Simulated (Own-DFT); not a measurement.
# Computed records: Si7Ge (layered order of Si and Ge on the diamond lattice, atoms displaced)

Computed with Own-DFT development build. A calculation, not a measurement: plane-wave density functional theory by an unreviewed code, no spin, of a simulated periodic cell, stress positive in tension, run twice, with PBE and with PBEsol, both on files made for PBE, so the change isn't that of files made for PBEsol, forces on such cells passed a denser k mesh, this cell's mesh not checked; the far tail of each file's local potential was reset to the Coulomb form; each entry is a single point on an unrelaxed cell, so the pressure reflects the starting lattice, mostly measured values (interpolated for alloys), from which strain is counted, and rises with the displacements; printed positions are rounded, which can move forces by about a meV/angstrom; the program, named Own-DFT, is a retired in-house code; no spin-orbit coupling; stress was not checked against mesh or cutoff.

## Si7Ge (layered order of Si and Ge on the diamond lattice, atoms displaced)

```xyz
64
Lattice="10.9187 0.0000 0.0000 0.0000 10.9187 0.0000 0.0000 0.0000 10.9187" Properties=species:S:1:pos:R:3 Si7Ge
Ge     0.0069     0.0171    10.8990
Si    10.9178     2.6882     2.7385
Si     2.7750    10.9179     2.7165
Ge     2.7662     2.6990     0.0097
Si     1.3935     1.3505     1.3757
Si     1.3621     4.0327     4.1081
Si     4.0372     1.3782     4.0729
Si     4.0863     3.9995     1.3846
Si     0.0157    10.8773     5.4563
Si    10.8984     2.7425     8.2210
Si     2.7141    10.8808     8.1209
Si     2.7330     2.7472     5.4237
Si     1.3042     1.4074     6.8169
Si     1.3873     3.9978     9.5606
Si     4.0555     1.4265     9.5762
Si     4.0966     4.1100     6.8333
Ge    10.8799     5.4929    10.8878
Si     0.0201     8.2075     2.7275
Si     2.6835     5.4523     2.7115
Ge     2.8148     8.1687    10.9096
Si     1.3578     6.7911     1.3623
Si     1.3735     9.5399     4.0976
Si     4.0697     6.7989     4.1309
Si     4.0805     9.5461     1.3819
Si    10.8468     5.5046     5.4656
Si    10.9151     8.1801     8.1892
Si     2.7581     5.4788     8.1650
Si     2.7501     8.2576     5.4395
Si     1.3607     6.8422     6.8293
Si     1.3460     9.5703     9.5365
Si     4.0561     6.7956     9.5044
Si     4.0498     9.5801     6.8393
Ge     5.4241    10.8541    10.8984
Si     5.4337     2.7241     2.7178
Si     8.1431     0.0175     2.7371
Ge     8.2030     2.7611    10.9001
Si     6.7675     1.3532     1.3287
Si     6.8176     4.0799     4.1165
Si     9.5619     1.3650     4.0932
Si     9.5619     4.0607     1.3600
Si     5.4267    10.8832     5.4874
Si     5.4916     2.7513     8.1446
Si     8.1695     0.0357     8.2310
Si     8.1933     2.6871     5.3851
Si     6.8268     1.3858     6.7976
Si     6.8131     4.0776     9.5547
Si     9.5711     1.3915     9.5246
Si     9.5168     4.1279     6.8082
Ge     5.4173     5.4739    10.8790
Si     5.4209     8.2249     2.6929
Si     8.1790     5.4791     2.7598
Ge     8.1159     8.1957     0.0166
Si     6.8248     6.8259     1.3542
Si     6.8266     9.5692     4.0742
Si     9.5234     6.8355     4.1016
Si     9.5398     9.5163     1.3184
Si     5.4531     5.4780     5.4385
Si     5.5103     8.1785     8.1629
Si     8.1577     5.4570     8.2295
Si     8.1339     8.2070     5.3964
Si     6.7997     6.8263     6.7893
Si     6.8561     9.5452     9.5527
Si     9.5365     6.8703     9.5576
Si     9.5685     9.5796     6.8195
```

- functional: PBE, then PBEsol
- potential files: PseudoDojo norm-conserving, scalar-relativistic, standard set
- wave cutoff: 42 hartree
- occupations: Fermi-Dirac
- smearing width: 0.1 eV
- k mesh: 3 x 3 x 3 centred on Gamma
- PBE pressure: 2.24 GPa
- PBE stress xx: -2.24 GPa
- PBE stress yy: -2.21 GPa
- PBE stress zz: -2.28 GPa
- PBE stress yz: -0.16 GPa
- PBE stress xz: -0.26 GPa
- PBE stress xy: 0.32 GPa
- PBEsol pressure: 0.74 GPa
- PBEsol stress xx: -0.74 GPa
- PBEsol stress yy: -0.71 GPa
- PBEsol stress zz: -0.77 GPa
- PBEsol stress yz: -0.16 GPa
- PBEsol stress xz: -0.26 GPa
- PBEsol stress xy: 0.32 GPa
- rms change of force components from PBE to PBEsol: 0.032 eV/Å

Force:
```csv
force element,PBE force x (eV/Å),PBE force y (eV/Å),PBE force z (eV/Å),PBEsol force x (eV/Å),PBEsol force y (eV/Å),PBEsol force z (eV/Å)
Ge,-0.156,-0.046,0.212,-0.153,-0.043,0.204
Si,0.164,0.206,-0.227,0.164,0.204,-0.234
Si,-0.82,-0.19,0.163,-0.809,-0.192,0.156
Ge,-0.829,0.199,0.439,-0.811,0.194,0.432
Si,-0.229,-0.156,0.421,-0.224,-0.15,0.32
Si,-0.605,1.095,-0.176,-0.605,1.086,-0.171
Si,0.908,-0.256,0.378,0.899,-0.253,0.375
Si,0.029,1.586,0.291,0.009,1.56,0.191
Si,-0.134,0.647,-0.089,-0.126,0.639,-0.093
Si,-0.094,0.245,-0.83,-0.1,0.252,-0.82
Si,-0.514,1.278,0.938,-0.512,1.272,0.933
Si,-0.119,-0.219,0.858,-0.107,-0.217,0.857
Si,0.569,-0.371,-0.184,0.558,-0.36,-0.18
Si,-0.074,1.426,-0.445,-0.051,1.402,-0.345
Si,0.88,-1.351,-1.709,0.853,-1.321,-1.592
Si,0.143,-0.018,-0.486,0.14,-0.02,-0.477
Ge,0.463,-0.767,0.037,0.45,-0.749,0.036
Si,-0.308,-0.394,-0.144,-0.304,-0.388,-0.148
Si,0.412,-0.563,0.365,0.414,-0.558,0.355
Ge,-1.314,0.141,-0.012,-1.281,0.139,-0.011
Si,0.089,0.592,0.149,0.078,0.585,0.048
Si,0.111,0.443,-0.444,0.11,0.442,-0.445
Si,-0.037,0.467,-0.837,-0.041,0.459,-0.83
Si,0.082,0.099,0.177,0.075,0.098,0.065
Si,0.883,-0.512,-0.068,0.879,-0.504,-0.073
Si,-0.062,0.273,-0.033,-0.061,0.27,-0.03
Si,-0.978,-0.726,0.028,-0.977,-0.722,0.031
Si,-0.263,-0.904,0.39,-0.255,-0.891,0.386
Si,0.098,0.041,-0.387,0.103,0.04,-0.386
Si,0.532,-0.464,-0.326,0.519,-0.45,-0.226
Si,0.905,0.55,-0.469,0.9,0.554,-0.36
Si,0.941,-0.67,-0.08,0.936,-0.675,-0.069
Ge,-0.046,0.648,-0.243,-0.046,0.632,-0.235
Si,0.453,-0.309,0.43,0.458,-0.309,0.429
Si,0.57,0.035,-0.534,0.568,0.039,-0.538
Ge,-0.304,-0.639,0.197,-0.295,-0.624,0.189
Si,0.41,0.075,0.471,0.399,0.069,0.367
Si,-0.201,0.18,-0.497,-0.201,0.177,-0.489
Si,0.094,-0.775,-0.254,0.1,-0.775,-0.25
Si,0,0.655,0.851,-0.006,0.645,0.746
Si,0.125,0.599,-0.464,0.123,0.591,-0.462
Si,-0.43,-0.2,0.457,-0.424,-0.201,0.455
Si,0.322,-0.104,-0.674,0.314,-0.1,-0.66
Si,0.063,0.541,0.868,0.067,0.534,0.856
Si,-0.052,-0.463,-0.028,-0.047,-0.459,-0.031
Si,-0.163,0.339,-0.485,-0.162,0.329,-0.374
Si,-0.319,-0.202,0.046,-0.315,-0.204,0.146
Si,-0.109,-0.389,0.251,-0.115,-0.391,0.25
Ge,0.104,-0.558,0.578,0.102,-0.545,0.561
Si,0.422,-0.734,0.692,0.418,-0.731,0.682
Si,0.057,-0.518,-0.439,0.057,-0.515,-0.44
Ge,0.786,-0.251,-0.209,0.769,-0.244,-0.206
Si,-0.69,-0.31,0.802,-0.676,-0.3,0.695
Si,-0.752,0.042,-0.064,-0.749,0.043,-0.067
Si,0.195,0.416,-0.343,0.195,0.417,-0.343
Si,0.041,0.679,1.073,0.029,0.667,0.966
Si,-0.026,-0.465,0.317,-0.023,-0.463,0.311
Si,-0.782,0.213,0.157,-0.773,0.214,0.163
Si,0.104,0.29,-0.465,0.102,0.292,-0.449
Si,0.583,0.013,0.82,0.577,0.015,0.815
Si,0.508,-0.131,0.08,0.51,-0.138,0.078
Si,-0.583,0.184,-0.756,-0.574,0.172,-0.641
Si,-0.375,-0.14,-0.646,-0.373,-0.138,-0.539
Si,-0.677,-0.402,0.111,-0.676,-0.399,0.116
```
